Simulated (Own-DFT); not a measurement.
# Strain and stress in wurtzite AlN, 128 atoms (Al64N64)

Calculated results; nothing here was measured. They come from Own-DFT, an in-house plane-wave density functional program, since retired, whose code no person has reviewed. Each row is one single-point run on a periodic cell that was not relaxed, without spin or spin-orbit coupling.

Settings of every run: PBE; PseudoDojo norm-conserving scalar-relativistic files; cutoff 42 hartree; 3 x 3 x 3 k mesh centred on Gamma; Gaussian smearing of 0.01 eV.

Known limits: k mesh not checked against a denser one; stress not checked against mesh or cutoff.

Unstrained cell vectors in Å: (12.448, 0.000, 0.000); (-6.224, 10.780, 0.000); (0.000, 0.000, 9.964). The unstrained cell has measured lattice constants (interpolated for alloys), not those of this functional. That, the random moves and any unrelaxed bonds set the pressure at no strain. Each run strains this cell uniformly, with the atoms carried along. Every atom was also moved at random, by a Gaussian of width 0.05 Å on each axis. Strain is the symmetric tensor, in per cent. Stress is positive in tension, and the pressure is minus a third of its trace.

```
run,e_xx (%),e_yy (%),e_zz (%),s_xx (GPa),s_yy (GPa),s_zz (GPa),P (GPa),E (meV/atom)
1,0.00,0.00,1.75,-3.65,-5.23,1.89,2.33,4.6
2,0.00,0.00,-0.50,-6.43,-6.00,-7.19,6.54,0.2
3,0.00,0.00,-1.25,-7.31,-5.47,-11.12,7.97,0.0
4,0.00,0.00,2.25,-3.68,-3.82,2.74,1.59,6.5
5,0.00,0.00,-0.75,-6.64,-7.04,-8.48,7.39,9.1
6,0.00,0.00,-1.75,-7.29,-5.78,-15.72,9.59,18.2
7,0.00,0.00,-1.50,-8.27,-6.94,-10.51,8.57,7.6
8,0.00,0.00,-2.00,-5.79,-8.50,-14.79,9.69,5.8
9,0.00,0.00,1.50,?,?,?,?,?
```

E is the free energy for each atom above the lowest run shown.

## Worked fit

The change of volume is close to e_xx + e_yy + e_zz. A straight line through the runs shown gives P = 5.80 - 194 x (fractional change of volume) GPa, with an error of 6 on the slope and a scatter of 0.24 GPa. The strain isn't the same on all axes and the cell isn't cubic, so the slope belongs to this path and is not the bulk modulus.

## Withheld run

Question: what pressure should run 9 give? Its volume changes by 1.50 %.

The line gives 2.9 GPa. The calculation gave 2.96 GPa.
